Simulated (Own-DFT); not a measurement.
# Misfit strain and the stress it brings: diamond-structure GeSn with randomly placed atoms, 64 atoms (Ge52Sn12)

Calculated, not measured: single-point runs of Own-DFT, a retired in-house plane-wave DFT program that no person has reviewed, on unrelaxed cells, without spin or spin-orbit coupling.

Method: PBE; PseudoDojo norm-conserving scalar-relativistic files; cutoff 49 hartree; 3 x 3 x 3 k mesh centred on Gamma; Fermi-Dirac smearing of 0.1 eV.

Known weak points: forces on such cells moved up to 12 meV/angstrom on a denser k mesh; stress not checked against mesh or cutoff.

Unstrained cell vectors in Å: (11.628, 0.000, 0.000); (0.000, 11.628, 0.000); (0.000, 0.000, 11.628). The unstrained cell has measured lattice constants (interpolated for alloys), not those of this functional. That, the random moves and any unrelaxed bonds set the pressure at no strain. Each run strains x and y alike by e, as a substrate would, and holds the height along z. All atoms carry random offsets, Gaussian with a width of 0.05 Å per axis. The random placing of the alloy's atoms differs from row to row. Stress is positive in tension.

| e (%) | u (Å) | (s_xx + s_yy)/2 (GPa) | s_zz (GPa) |
|---|---|---|---|
| -3.00 | 0.052 | -11.38 | -9.79 |
| -2.75 | 0.047 | -10.44 | -8.94 |
| -2.50 | 0.059 | -10.29 | -8.72 |
| -2.00 | 0.050 | -9.25 | -7.99 |
| -1.75 | 0.051 | -8.46 | -7.45 |
| -1.50 | 0.050 | -8.21 | -7.52 |
| -0.50 | 0.048 | -6.23 | -5.86 |
| 2.00 | 0.056 | ? | ? |
| 2.25 | 0.050 | -2.10 | -3.06 |
| 2.50 | 0.045 | -1.49 | -2.63 |

## Fit

With e as a fraction, the in-plane stress is -5.4 + 171 e - 809 e² GPa (errors 3 and 235, scatter 0.18), and s_zz is -5.3 + 121 e - 740 e² GPa (slope ± 3, scatter 0.19). At e = 0 the first slope is C11 + C12 and the second 2 C12, both with the ions held to the strained lattice and at the cell's own pressure. The term in e² is negative: the layer stiffens under compression and softens under tension. A free layer would change its height as e changes, and the in-plane slope would drop by 2 C12²/C11 to the biaxial modulus. At fixed height, a misfit of 1 % moves the in-plane stress by about 1.7 GPa and s_zz by 1.2 GPa.

## Test on the hidden row

Q: what are the two stresses at e = 2.00 %?

From the fit: -2.3 and -3.2 GPa. The run itself gave -2.64 and -3.31 GPa.
